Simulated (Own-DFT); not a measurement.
# A change of arrangement and its cost: In48P48, 96 atoms

These are calculations, not measurements. The program, named Own-DFT, is a retired in-house plane-wave density functional code that no person has reviewed. Each row is one single-point run on a periodic cell that was not relaxed, without spin or spin-orbit coupling.

Settings of every run: PBE; PseudoDojo norm-conserving scalar-relativistic files; cutoff 36 hartree; 2 x 3 x 3 k mesh centred on Gamma; Fermi-Dirac smearing of 0.1 eV.

Known limits, some of them of some rows only: not probed for a lower state with spin; forces on such cells failed a check on a denser k mesh; forces not confirmed at this smearing and k mesh; stress not checked against mesh or cutoff.

All cells hold the same atoms in the same cell, with vectors in Å (17.606, 0.000, 0.000); (0.000, 11.737, 0.000); (0.000, 0.000, 11.737). Every atom was moved at random from its ideal site; u is the rms move along one axis. The defect's site can differ from row to row. E is the free energy of the cell above the lowest run. The arrangements:

- A: zincblende InP
- B: zincblende InP, with one In on a P site and one P on an In site, 2.5 Å apart

```
arrangement   u (Å)  E (eV)  P (GPa)
          A  0.0191   0.000     3.20
          A  0.0196   0.072     3.21
          A  0.0199   0.020     3.20
          A  0.0496   2.828     3.57
          A  0.0517   2.909     3.53
          A  0.0519   3.448     3.63
          B  0.0288   4.568     3.50
          B  0.0298   4.928     3.55
          B  0.0305   4.693     3.50
          B  0.0500   6.588     3.76
          B  0.0534   7.492     3.93
          B  0.0541   7.421     3.84
```

Question: once the cost of the random moves is taken out, how do the arrangements rank?

## Worked answer

Fit E = a + b u², with one b for all and one a for each arrangement, and with residuals divided by u², since the noise grows with the moves. Then b = 1337 eV/Å², the scatter at u = 0.04 Å is 0.18 eV, and against A:

- B: 4.02 ± 0.07 eV (higher)

These are energies of unrelaxed cells. Relaxing the atoms lowers the strained arrangements most, so the gaps would shrink and small ones could change sign.
